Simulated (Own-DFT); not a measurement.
# Response to strain: grey tin, 32 atoms (Sn32)

These are calculations, not measurements. They come from Own-DFT, an in-house plane-wave density functional program, since retired, whose code no person has reviewed. Each row is one single-point run on a periodic cell that was not relaxed, without spin or spin-orbit coupling.

Settings of every run: PBE; PseudoDojo norm-conserving scalar-relativistic files; cutoff 42 hartree; 3 x 3 x 5 k mesh centred on Gamma; cold (Marzari-Vanderbilt) smearing of 0.2 eV.

Known limits: forces on such cells failed a check on a denser k mesh; stress not checked against mesh or cutoff.

Unstrained cell vectors in Å: (12.978, 0.000, 0.000); (0.000, 12.978, 0.000); (0.000, 0.000, 6.489). The unstrained cell has measured lattice constants (interpolated for alloys), not those of this functional. That, the random moves and any unrelaxed bonds set the pressure at no strain. Each run strains this cell uniformly, with the atoms carried along. Every atom was also moved at random, by a Gaussian of width 0.05 Å on each axis. Strain is the symmetric tensor, in per cent. Stress is positive in tension, and the pressure is minus a third of its trace.

| run | e_xx (%) | e_yy (%) | e_zz (%) | s_xx (GPa) | s_yy (GPa) | s_zz (GPa) | P (GPa) | E (meV/atom) |
|---|---|---|---|---|---|---|---|---|
| 1 | 0.25 | 0.25 | 0.00 | -3.32 | -3.32 | -3.42 | 3.35 | 19.8 |
| 2 | -1.00 | -1.00 | 0.00 | -4.80 | -4.83 | -4.50 | 4.71 | 43.1 |
| 3 | -1.50 | -1.50 | 0.00 | -5.38 | -5.37 | -4.98 | 5.25 | 50.1 |
| 4 | -0.50 | -0.50 | 0.00 | -4.31 | -4.31 | -4.07 | 4.23 | 42.7 |
| 5 | 3.00 | 3.00 | 0.00 | -0.79 | -0.76 | -1.61 | 1.05 | 13.6 |
| 6 | 0.75 | 0.75 | 0.00 | -2.80 | -2.84 | -2.98 | 2.88 | 16.5 |
| 7 | -2.00 | -2.00 | 0.00 | -6.09 | -6.10 | -5.48 | 5.89 | 62.4 |
| 8 | 2.50 | 2.50 | 0.00 | -1.06 | -1.05 | -1.78 | 1.30 | 0.0 |
| 9 | 1.25 | 1.25 | 0.00 | ? | ? | ? | ? | ? |

E is the free energy for each atom above the lowest run shown.

## Worked fit

The change of volume is close to e_xx + e_yy + e_zz. A straight line through the runs shown gives P = 3.78 - 48 x (fractional change of volume) GPa, with an error of 2 on the slope and a scatter of 0.16 GPa. The strain isn't the same on all axes, but the crystal is cubic, so the slope still estimates the bulk modulus, averaged over pressures from 1.1 to 5.9 GPa.

## Withheld run

Question: what pressure should run 9 give? Its volume changes by 2.52 %.

The line gives 2.6 GPa. The calculation gave 2.34 GPa.
